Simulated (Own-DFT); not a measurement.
# How strain changes the stress of diamond silicon, 64 atoms (Si64)

All numbers below are calculated, not measured. The program, named Own-DFT, is a retired in-house plane-wave density functional code that no person has reviewed. Each row is one single-point run on a periodic cell that was not relaxed, without spin or spin-orbit coupling.

Settings of every run: PBE; PseudoDojo norm-conserving scalar-relativistic files; cutoff 20 hartree; 3 x 3 x 3 k mesh centred on Gamma; Fermi-Dirac smearing of 0.1 eV.

Known limits: k mesh not checked against a denser one; stress not checked against mesh or cutoff.

Unstrained cell vectors in Å: (10.862, 0.000, 0.000); (0.000, 10.862, 0.000); (0.000, 0.000, 10.862). The unstrained cell has measured lattice constants (interpolated for alloys), not those of this functional. That, the random moves and any unrelaxed bonds set the pressure at no strain. Each run strains this cell uniformly, with the atoms carried along. Every atom was also moved at random, by a Gaussian of width 0.05 Å on each axis. Strain is the symmetric tensor, in per cent. Stress is positive in tension, and the pressure is minus a third of its trace.

| run | e_xx (%) | e_yy (%) | e_zz (%) | e_yz (%) | e_xz (%) | e_xy (%) | s_xx (GPa) | s_yy (GPa) | s_zz (GPa) | s_yz (GPa) | s_xz (GPa) | s_xy (GPa) | P (GPa) | E (meV/atom) |
|---|---|---|---|---|---|---|---|---|---|---|---|---|---|---|
| 1 | 0.47 | 0.81 | -0.42 | 0.39 | 0.21 | -1.75 | -1.61 | -1.26 | -2.32 | 0.71 | 0.29 | -3.32 | 1.73 | 2.3 |
| 2 | 1.34 | -0.10 | -1.68 | -1.67 | -0.30 | -0.20 | -1.88 | -3.14 | -4.41 | -4.11 | -1.02 | -1.26 | 3.14 | 17.8 |
| 3 | -0.61 | 0.20 | 0.49 | 0.79 | 1.09 | -0.31 | -3.19 | -2.41 | -2.22 | 1.90 | 2.78 | -1.52 | 2.61 | 13.7 |
| 4 | -1.37 | -0.08 | 0.60 | -0.27 | -1.67 | -1.84 | -4.44 | -3.24 | -2.56 | -0.54 | -3.92 | -3.15 | 3.41 | 14.8 |
| 5 | 0.24 | 1.19 | -0.17 | 1.20 | 0.92 | -1.85 | -1.76 | -0.73 | -1.99 | 2.42 | 1.75 | -3.90 | 1.49 | 11.7 |
| 6 | 1.45 | -0.14 | -0.13 | -1.87 | 0.72 | -0.36 | -0.47 | -2.15 | -2.02 | -3.48 | 1.76 | -1.12 | 1.55 | 11.7 |
| 7 | -1.10 | -0.70 | 0.48 | -1.21 | -0.65 | 1.05 | -4.57 | -4.25 | -3.09 | -2.97 | -0.93 | 1.80 | 3.97 | 18.0 |
| 8 | -0.83 | -1.92 | -1.55 | 0.70 | 0.55 | -1.61 | -7.02 | -7.92 | -7.45 | 2.73 | 1.44 | -3.94 | 7.46 | 50.9 |
| 9 | 1.57 | -0.23 | 1.55 | 0.62 | 0.57 | 0.34 | 0.69 | -0.93 | 0.71 | 0.80 | 0.93 | 0.36 | -0.16 | 0.0 |
| 10 | -1.03 | -1.86 | 1.21 | -0.34 | -0.77 | 0.68 | -4.43 | -5.24 | -2.40 | -0.85 | -0.53 | 1.00 | 4.02 | 7.4 |
| 11 | -0.04 | -0.35 | 0.10 | -0.39 | -1.53 | 0.77 | -2.89 | -3.11 | -2.75 | -1.13 | -2.22 | 1.69 | 2.92 | 14.7 |
| 12 | -0.41 | -1.76 | -0.10 | 1.25 | -0.96 | 1.87 | -4.75 | -6.09 | -4.41 | 3.32 | -2.42 | 4.02 | 5.08 | 31.1 |
| 13 | 0.77 | -0.08 | -1.83 | -0.25 | 1.71 | 0.47 | -2.77 | -3.68 | -4.99 | -0.04 | 3.55 | 0.85 | 3.82 | 18.8 |
| 14 | -1.26 | -0.60 | 1.88 | -0.96 | 1.43 | -1.89 | -3.85 | -3.32 | -1.00 | -1.13 | 2.64 | -3.66 | 2.72 | 23.9 |
| 15 | -1.93 | 1.48 | -1.72 | -1.41 | -0.75 | -0.94 | -5.95 | -2.53 | -5.84 | -2.02 | -1.25 | -1.70 | 4.77 | 25.5 |
| 16 | 0.89 | 0.25 | -1.43 | -0.93 | -0.70 | -1.16 | -2.06 | -2.63 | -4.04 | -3.15 | -2.56 | -1.43 | 2.91 | 11.7 |
| 17 | 1.19 | -1.04 | 1.13 | 0.90 | 0.31 | 1.67 | -0.74 | -2.66 | -0.67 | 1.94 | 0.76 | 3.19 | 1.35 | 2.7 |
| 18 | -1.16 | -1.15 | 0.59 | -0.50 | 1.55 | -0.45 | ? | ? | ? | ? | ? | ? | ? | ? |

E is the free energy for each atom above the lowest run shown.

## Worked fit

Each stress component was fitted by least squares to a constant and the strains of the runs shown, as fractions, with shears doubled. Shear strains stay in the fit of a normal stress only where such slopes are resolved. The slopes, in GPa:

| stress | at no strain | per e_xx | per e_yy | per e_zz | scatter |
|---|---|---|---|---|---|
| s_xx | -2.7 | 160 ± 4 | 75 ± 5 | 77 ± 4 | 0.18 |
| s_yy | -2.7 | 65 ± 4 | 172 ± 4 | 76 ± 4 | 0.17 |
| s_zz | -2.6 | 72 ± 4 | 72 ± 4 | 164 ± 4 | 0.16 |

Each shear stress against twice its own strain: yz 107 ± 7, xz 109 ± 8, xy 96 ± 6 GPa. These are stiffnesses along x, y and z of the frame in which the cell vectors are given, which need not be the crystal's axes. The atoms are held to the strained lattice; where symmetry lets them move under strain, relaxing them would lower some slopes. The table should be nearly symmetric about its diagonal, and what it lacks of that shows the noise. A ninth of its sum, 103 ± 2 GPa, estimates the bulk modulus near the mean pressure of these runs, 3.1 GPa, so it lies above the value at zero pressure.

## Withheld run

Question: what normal stresses and pressure should run 18 give?

The fit gives s_xx = -4.9, s_yy = -4.9, s_zz = -3.3 and P = 4.4 GPa. The calculation gave -5.01, -5.05, -3.63 and P = 4.56 GPa.
